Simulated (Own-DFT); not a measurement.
# What random displacements cost in beta-Si3N4, 112 atoms (N64Si48)

These are calculations, not measurements. They come from Own-DFT, an in-house plane-wave density functional program, since retired, whose code no person has reviewed. Each row is one single-point run on a periodic cell that was not relaxed, without spin or spin-orbit coupling.

Settings of every run: PBE; PseudoDojo norm-conserving scalar-relativistic files; cutoff 42 hartree; 2 x 2 x 4 k mesh centred on Gamma; Fermi-Dirac smearing of 0.1 eV.

Known limits, some of them of some rows only: some atoms lie very close together; forces on such cells moved up to 12 meV/angstrom on a denser k mesh; stress not checked against mesh or cutoff.

Cell vectors in Å: (15.212, 0.000, 0.000); (-7.606, 13.174, 0.000); (0.000, 0.000, 5.818). In each run every atom was moved at random and independently from its ideal site; u is the rms move along one axis. E is the free energy for each atom above the fitted value at u = 0, and F the rms of the force components.

| run | u (Å) | E (meV/atom) | F (eV/Å) | largest force (eV/Å) | P (GPa) |
|---|---|---|---|---|---|
| 1 | 0.0181 | 15.8 | 0.791 | 3.08 | 5.38 |
| 2 | 0.0199 | 20.5 | 0.890 | 3.38 | 5.53 |
| 3 | 0.0207 | ? | ? | ? | ? |
| 4 | 0.0466 | 109.0 | 2.051 | 6.70 | 8.01 |
| 5 | 0.0499 | 104.2 | 1.933 | 9.92 | 7.65 |
| 6 | 0.0521 | 130.0 | 2.264 | 13.78 | 8.38 |
| 7 | 0.0969 | 472.9 | 4.797 | 27.31 | 18.59 |
| 8 | 0.0993 | 500.5 | 4.934 | 32.50 | 18.85 |
| 9 | 0.1504 | 1049.7 | 8.195 | 54.15 | 31.61 |

## Worked fit

For small independent moves the energy grows as E = (3/2) K u², with K the mean stiffness felt by one atom. The runs with u up to 0.11 Å give K = 32.4 ± 1.1 eV/Å², with residuals divided by u² + 0.0006 Å², since the noise grows with the moves. The scatter is 8.8 meV/atom at u = 0.05 Å. The forces follow F = G u with G = 45.0 eV/Å²; no force at u = 0 is resolved. G exceeds K because the moves of its neighbours add to the force on an atom, and stiffness differs between atoms. At u = 0.150 Å the parabola gives 1100 meV/atom and the run 1050. The pressure follows P = 4.68 + 1449 u² GPa: at fixed volume, shortened bonds push harder than stretched ones pull.

## Withheld run

Question: what energy and rms force should run 3 give?

The fit gives 21 ± 3 meV/atom and about 0.93 eV/Å. The calculation gave 22.1 meV/atom and 0.896 eV/Å.
